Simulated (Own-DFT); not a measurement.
# One host, several defects: C11b WSi2

Everything here is calculated. The program is Own-DFT (plane waves, in-house, since retired, never reviewed by a person); positions were held fixed, and spin and spin-orbit coupling were off.

Common settings: PBE; PseudoDojo norm-conserving scalar-relativistic files; cutoff 50 hartree; 5 x 5 x 5 k mesh centred on Gamma; cold (Marzari-Vanderbilt) smearing of 0.2 eV.

Known weak points: forces on such cells failed a check on a denser k mesh; stress not checked against mesh or cutoff.

All runs share one cell, with vectors in Å (-2.148, -5.953, 3.409); (-6.444, 2.976, 1.136); (-2.553, -2.948, -6.757) and a volume of 403.2 Å³. u is the rms random offset of the atoms per axis. The defect's site can differ from row to row.

| cell | formula | u (Å) | P (GPa) |
|---|---|---|---|
| no defect | Si20W10 | 0.0192 | 4.42 |
| no defect | Si20W10 | 0.0449 | 5.83 |
| no defect | Si20W10 | 0.0556 | 6.74 |
| one W on a Si site | Si19W11 | 0.0302 | 10.11 |
| one W on a Si site | Si19W11 | 0.0308 | 10.23 |
| one W on a Si site | Si19W11 | 0.0567 | 11.73 |
| one W vacancy | Si20W9 | 0.0311 | 3.35 |
| one W vacancy | Si20W9 | 0.0515 | 4.97 |
| one W vacancy | Si20W9 | 0.0525 | 5.04 |
| one Si vacancy | Si19W10 | 0.0274 | 3.27 |
| one Si vacancy | Si19W10 | 0.0303 | 3.35 |
| one Si vacancy | Si19W10 | 0.0574 | 4.63 |
| one Si on a W site | Si21W9 | 0.0266 | 6.17 |
| one Si on a W site | Si21W9 | 0.0311 | ? |
| one Si on a W site | Si21W9 | 0.0536 | 7.70 |
| one Si on a W site | Si21W9 | 0.0539 | 7.96 |

## What the rows give

P = P0 + c u² + a shift for each defect gives P0 = 4.32 GPa, c = 734 ± 49 GPa/Å² and a scatter of 0.20 GPa. The shifts, and each times the cell's volume:

- one W on a Si site: 5.12 ± 0.16 GPa, 12.9 eV
- one Si on a W site: 1.37 ± 0.16 GPa, 3.4 eV
- one W vacancy: -1.43 ± 0.16 GPa, -3.6 eV
- one Si vacancy: -1.78 ± 0.16 GPa, -4.5 eV

A positive shift means that the defect pushes the cell outwards. Shift times volume (160.2 GPa Å³ is 1 eV) depends little on the cell's size, so, taken for each site, it can be compared between cells at like pressure. The atoms around the defects weren't relaxed, which would change these numbers.

## Check

Asked: what pressure belongs in the blank (one Si on a W site, u = 0.0311 Å)?

The fitted form gives 6.40 ± 0.24 GPa. The calculation gave 6.13 GPa.
